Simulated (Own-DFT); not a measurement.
# Shaking the atoms of beta-Si3N4, 112 atoms (N64Si48)

These are calculations, not measurements. They come from Own-DFT, an in-house plane-wave density functional program, since retired, whose code no person has reviewed. Each row is one single-point run on a periodic cell that was not relaxed, without spin or spin-orbit coupling.

Settings of every run: PBE; PseudoDojo norm-conserving scalar-relativistic files; cutoff 42 hartree; 2 x 2 x 4 k mesh centred on Gamma; Fermi-Dirac smearing of 0.1 eV.

Known limits, some of them of some rows only: some atoms lie very close together; forces on such cells moved up to 12 meV/angstrom on a denser k mesh; stress not checked against mesh or cutoff.

Cell vectors in Å: (15.212, 0.000, 0.000); (-7.606, 13.174, 0.000); (0.000, 0.000, 5.818). In each run every atom was moved at random and independently from its ideal site; u is the rms move along one axis. E is the free energy for each atom above the fitted value at u = 0, and F the rms of the force components.

```
run,u (Å),E (meV/atom),F (eV/Å),largest force (eV/Å),P (GPa)
1,0.0197,21.6,0.881,3.03,5.50
2,0.0200,?,?,?,?
3,0.0202,18.8,0.805,2.91,5.51
4,0.0489,105.5,1.883,6.87,7.71
5,0.0491,130.5,2.307,11.55,8.57
6,0.0504,124.8,2.070,8.98,8.27
7,0.0908,447.1,4.518,31.61,16.30
8,0.0987,459.5,4.631,24.05,17.24
9,0.1013,528.4,4.896,20.24,18.89
10,0.1578,1228.9,9.317,43.32,36.10
```

## Worked fit

For small independent moves the energy grows as E = (3/2) K u², with K the mean stiffness felt by one atom. The runs with u up to 0.11 Å give K = 33.5 ± 1.2 eV/Å², with residuals divided by u² + 0.0006 Å², since the noise grows with the moves. The scatter is 10.2 meV/atom at u = 0.05 Å. The forces follow F = G u with G = 44.7 eV/Å²; no force at u = 0 is resolved. G exceeds K because the moves of its neighbours add to the force on an atom, and stiffness differs between atoms. At u = 0.158 Å the parabola gives 1250 meV/atom and the run 1229. The pressure follows P = 4.97 + 1326 u² GPa: at fixed volume, shortened bonds push harder than stretched ones pull.

## Withheld run

Question: what energy and rms force should run 2 give?

The fit gives 20 ± 3 meV/atom and about 0.89 eV/Å. The calculation gave 22.9 meV/atom and 0.909 eV/Å.
